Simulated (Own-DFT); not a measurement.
HfO2 (monoclinic hafnia, atoms displaced) (calculated)

Computed with Own-DFT development build. A calculation, not a measurement: plane-wave density functional theory by an unreviewed code, no spin, of a simulated periodic cell, stress positive in tension, run twice, with PBE and with PBEsol, both on files made for PBE, so the change isn't that of files made for PBEsol, hafnium file: forces about 75 meV/angstrom off all-electron values; oxygen file: force components 24 meV/angstrom off all-electron in one glass; forces on such cells passed a denser k mesh, this cell's mesh not checked; the far tail of each file's local potential was reset to the Coulomb form; each entry is a single point on an unrelaxed cell, so the pressure reflects the starting lattice, mostly measured values (interpolated for alloys), from which strain is counted, and rises with the displacements; printed positions are rounded, which can move forces by about a meV/angstrom; the program, named Own-DFT, is a retired in-house code; no spin-orbit coupling; stress was not checked against mesh or cutoff.

```xyz
96
Lattice="10.2340 0.0000 0.0000 0.0000 10.3500 0.0000 -1.6955 0.0000 10.4453" Properties=species:S:1:pos:R:3:PBE_force_x:R:1:PBE_force_y:R:1:PBE_force_z:R:1:PBEsol_force_x:R:1:PBEsol_force_y:R:1:PBEsol_force_z:R:1 formula=HfO2 functional=PBE,then_PBEsol potential_files=PseudoDojo_norm-conserving,scalar-relativistic,standard_set wave_cutoff=72 occupations=Fermi-Dirac smearing_width=0.1 k_mesh=2_x_2_x_2_centred_on_Gamma PBE_pressure=6.29 PBE_stress_xx=-6.61 PBE_stress_yy=-6.16 PBE_stress_zz=-6.09 PBE_stress_yz=0.72 PBE_stress_xz=0.01 PBE_stress_xy=0.23 PBEsol_pressure=-0.18 PBEsol_stress_xx=-0.14 PBEsol_stress_yy=0.26 PBEsol_stress_zz=0.43 PBEsol_stress_yz=0.69 PBEsol_stress_xz=0.33 PBEsol_stress_xy=0.21 rms_change_of_force_components_from_PBE_to_PBEsol=0.055
Hf     1.2743     0.2453     1.0326     -0.346     -0.874      0.666       -0.3     -0.793      0.622
Hf     3.5684     2.8297     1.4582      -1.88     -0.655      1.225     -1.806     -0.587      1.253
Hf     3.0402     5.0067     4.0647     -0.482     -0.623      1.376     -0.502      -0.65      1.366
Hf     0.8292     2.3322     3.6513     -0.374      1.038      1.164     -0.357       0.94       1.12
O      0.0752     1.6404     1.8007      0.155      0.306      0.075      0.165      0.318      0.118
O      4.6166     4.3352     0.8494      0.055      0.499      -0.47      0.049      0.489     -0.499
O      4.1863     3.4513     3.3616     -0.648      0.895      0.605     -0.631      0.848      0.527
O     -0.3644     0.8696     4.4357      0.177     -0.283     -0.076      0.182     -0.292     -0.032
O      1.8755     4.0625     2.5030       0.06     -1.418      0.117      0.124     -1.359      0.112
O      2.7433     1.3209     0.1531      0.782      0.673     -0.068      0.692      0.631     -0.071
O      2.4136     1.3030     2.7544     -0.087     -0.129     -0.666     -0.165     -0.133     -0.632
O      1.5099     3.8267     5.1231       -0.5     -0.427      -0.27     -0.409     -0.414     -0.262
Hf     0.4625     0.1449     6.3033     -1.333      1.412      1.012      -1.27      1.427      0.957
Hf     2.6192     2.8439     6.7417     -0.424     -0.759        0.6      -0.42     -0.669      0.613
Hf     2.1105     4.9547     9.3654      1.515     -0.059      -0.65      1.451     -0.106     -0.615
Hf    -0.0900     2.3713     8.9512      1.421      0.796     -1.779      1.376      0.716     -1.781
O     -0.6910     1.7819     6.9755     -0.418      -0.24     -0.398     -0.394     -0.231     -0.314
O      3.7379     4.3182     6.0082      1.853      0.675       0.31       1.78      0.652      0.257
O      3.3192     3.4622     8.6962        0.4     -0.245      -0.57      0.372     -0.245     -0.617
O     -1.2033     0.9543     9.4777     -1.135     -2.307      2.159     -1.081     -2.251      2.156
O      1.0283     3.9425     7.8014     -0.047      0.022     -0.998      0.029      0.037      -0.97
O      1.9682     1.2550     5.2912     -0.088      0.979      0.867      -0.15      0.926      0.832
O      1.5345     1.2441     8.0221      0.118      0.363     -0.944      0.052      0.339     -0.907
O      0.6069     3.9216    10.3780     -0.221     -1.225     -0.384     -0.144     -1.162     -0.377
Hf     1.2579     5.3956     1.0648     -0.946     -0.509      0.761     -0.873     -0.469      0.726
Hf     3.5155     7.9463     1.5371      -0.36      1.307     -0.154     -0.352      1.313     -0.096
Hf     2.9829    10.1335     4.1186      0.502      0.493       0.28      0.461      0.434      0.295
Hf     0.8294     7.4729     3.6461       0.67      1.381      1.762      0.635      1.287      1.712
O      0.0951     6.9215     1.8498     -0.258     -0.593     -1.658     -0.247     -0.561     -1.556
O      4.6875     9.4739     0.7384     -1.268       -0.8      1.327     -1.238     -0.767      1.247
O      4.1160     8.6473     3.4807      2.249     -1.468      -0.44      2.165     -1.438     -0.491
O     -0.2680     6.0971     4.4456     -2.276     -1.917      0.625     -2.179     -1.858      0.655
O      1.9900     9.0987     2.5021     -1.372      0.826     -0.873     -1.254      0.807      -0.84
O      2.8482     6.4113     0.1342     -0.216      1.801      -0.27      -0.27      1.724     -0.261
O      2.4039     6.4671     2.6977      0.654      -0.08     -0.496      0.574     -0.079     -0.482
O      1.4023     8.9762     5.1547      0.245      0.016     -0.446      0.305      0.049     -0.425
Hf     0.3875     5.4263     6.3843      0.774      -1.23     -2.229      0.791     -1.124     -2.189
Hf     2.6758     8.0012     6.7560     -0.842     -0.258       0.38     -0.797     -0.201        0.4
Hf     2.1119    10.1358     9.3950      2.422      0.507      -1.06       2.35      0.464     -1.024
Hf    -0.0202     7.5125     8.9126     -0.093      1.468      0.569     -0.085      1.385      0.513
O     -0.7009     6.9069     7.1111     -2.002      0.443     -0.748     -1.926      0.435     -0.675
O      3.6633     9.5604     6.0460      0.842      0.072      0.262      0.805      0.065      0.206
O      3.4419     8.5922     8.6886     -1.651      0.387     -0.707     -1.604      0.353     -0.748
O     -1.2183     6.0793     9.6556     -0.133     -0.206     -0.086     -0.119     -0.219     -0.049
O      1.0096     9.1325     7.8505      0.458     -0.969     -1.413      0.502      -0.94     -1.368
O      1.9406     6.4776     5.2815       1.02      0.313      0.906      0.926       0.29      0.873
O      1.5386     6.3687     7.8840      0.314      0.937      0.994      0.216        0.9      0.972
O      0.5876     9.0875    10.2804     -0.665      -1.59      1.229      -0.59      -1.52       1.18
Hf     6.3878     0.1386     1.1297      0.164      1.825     -1.462       0.21      1.791     -1.475
Hf     8.6123     2.7658     1.5335     -2.054     -0.534     -0.058     -2.023     -0.477     -0.034
Hf     8.0727     4.9028     4.1893      2.148     -0.216      -2.78       2.06     -0.278     -2.687
Hf     5.8412     2.3819     3.6863      2.261      0.049     -0.167      2.203      0.007     -0.197
O      5.2200     1.8333     1.8267      0.334     -1.656     -1.169      0.306     -1.567     -1.066
O      9.6937     4.2323     0.8125      2.277        1.8     -0.623      2.202      1.766     -0.659
O      9.2656     3.4520     3.4021      1.297     -0.321      0.502      1.242     -0.334      0.436
O      4.8291     0.9411     4.4719     -2.765      -1.91     -0.265     -2.672     -1.867     -0.208
O      6.9856     3.8656     2.5550      -0.27      0.714      -0.31     -0.207      0.695     -0.295
O      7.8877     1.2858     0.1574      0.016      0.645     -0.326     -0.051      0.626     -0.292
O      7.5683     1.2160     2.6914     -0.595     -0.488      0.835     -0.634     -0.477      0.807
O      6.6096     3.8075     5.1587     -1.589      1.299     -0.321     -1.464      1.291     -0.293
Hf     5.4555     0.2595     6.3574      1.661     -0.767     -0.052      1.635      -0.67     -0.069
Hf     7.6762     2.8660     6.6955      1.689      -3.88       0.99      1.621     -3.723      0.975
Hf     7.3257     4.9615     9.3474     -0.331     -1.053      1.573     -0.327     -1.068      1.579
Hf     5.1052     2.3860     8.8923     -0.216     -1.742       2.24     -0.203     -1.777      2.145
O      4.4020     1.6940     7.0994     -2.482      1.813     -0.898     -2.396      1.775     -0.828
O      8.8162     4.3075     5.9817      1.594       1.31      0.969      1.512      1.279      0.889
O      8.4624     3.4129     8.6329     -0.555      1.368      0.033     -0.549      1.324     -0.012
O      3.8835     0.8163     9.5694      0.443       0.86      0.597      0.434      0.826      0.622
O      6.2021     3.8705     7.6990     -0.972      1.925      0.209     -0.876      1.871      0.183
O      6.9958     1.4089     5.2697      1.315     -0.543      0.994       1.21      -0.52      0.972
O      6.6166     1.2502     7.9447      0.611       0.33      -0.13        0.5      0.342     -0.142
O      5.7830     3.8270    10.4060     -0.684      0.213     -1.138     -0.597      0.214     -1.109
Hf     6.2888     5.3661     1.1110      2.251     -0.392       -0.7      2.195     -0.336     -0.712
Hf     8.6086     7.9734     1.5520     -0.774     -0.353     -0.445     -0.759     -0.311     -0.403
Hf     8.1813    10.1360     4.1953     -0.544      0.417     -0.881     -0.548      0.361      -0.83
Hf     5.9988     7.5139     3.6991     -1.032      1.643     -0.687     -0.986      1.541     -0.692
O      5.2019     6.9261     1.7609      0.046      0.156      0.853       0.04      0.157      0.884
O      9.6710     9.5218     0.6567      2.434     -1.422      4.872      2.353     -1.379      4.691
O      9.3217     8.4879     3.4491     -1.191      1.763     -0.207     -1.164      1.695      -0.27
O      4.8067     6.0614     4.3998     -0.094     -0.492       0.29     -0.069     -0.485      0.318
O      6.9784     9.0765     2.5094      0.569     -0.752      0.603      0.612     -0.742      0.572
O      7.9833     6.4849     0.1065     -0.212      0.389      0.234     -0.256      0.375      0.217
O      7.4682     6.3470     2.6878      0.153      0.702       0.32      0.067      0.699      0.327
O      6.5903     9.1105     5.1203     -0.694      -1.99     -0.097     -0.594      -1.95     -0.098
Hf     5.6368     5.3963     6.3209     -3.223     -0.504     -0.241     -3.126     -0.465     -0.273
Hf     7.6779     7.9099     6.7016      0.523      2.593      1.173        0.5      2.611      1.171
Hf     7.3496    10.0145     9.4290     -3.981       5.26     -3.362     -3.896      5.087      -3.27
Hf     5.1082     7.5181     8.9138      -0.69      1.101      1.513     -0.688      1.051      1.449
O      4.3432     6.9410     7.0393      1.372     -1.302      -0.92      1.342     -1.245     -0.836
O      8.8350     9.3772     6.0415      1.531      0.855      0.135      1.467      0.828      0.077
O      8.3998     8.7232     8.6746      3.703      -4.38     -1.982      3.596     -4.287     -1.962
O      3.9253     5.9985     9.6490     -0.023      0.039     -0.154     -0.012       0.03     -0.085
O      6.1857     9.1458     7.7886     -0.621     -1.395     -1.252     -0.542     -1.377     -1.213
O      7.0998     6.4781     5.2236      0.049      0.785      1.755     -0.026      0.749      1.714
O      6.6954     6.4870     7.9933      0.269     -1.225     -1.539      0.207     -1.188     -1.513
O      5.6672     9.0457    10.3721      0.261     -1.288      0.056      0.311     -1.233      0.065
```

Units: wave_cutoff in hartree; smearing_width in eV; PBE_pressure, PBE_stress_xx, PBE_stress_yy, PBE_stress_zz, PBE_stress_yz, PBE_stress_xz, PBE_stress_xy, PBEsol_pressure, PBEsol_stress_xx, PBEsol_stress_yy, PBEsol_stress_zz, PBEsol_stress_yz, PBEsol_stress_xz, PBEsol_stress_xy in GPa; rms_change_of_force_components_from_PBE_to_PBEsol, PBE_force_x, PBE_force_y, PBE_force_z, PBEsol_force_x, PBEsol_force_y, PBEsol_force_z in eV/Å.
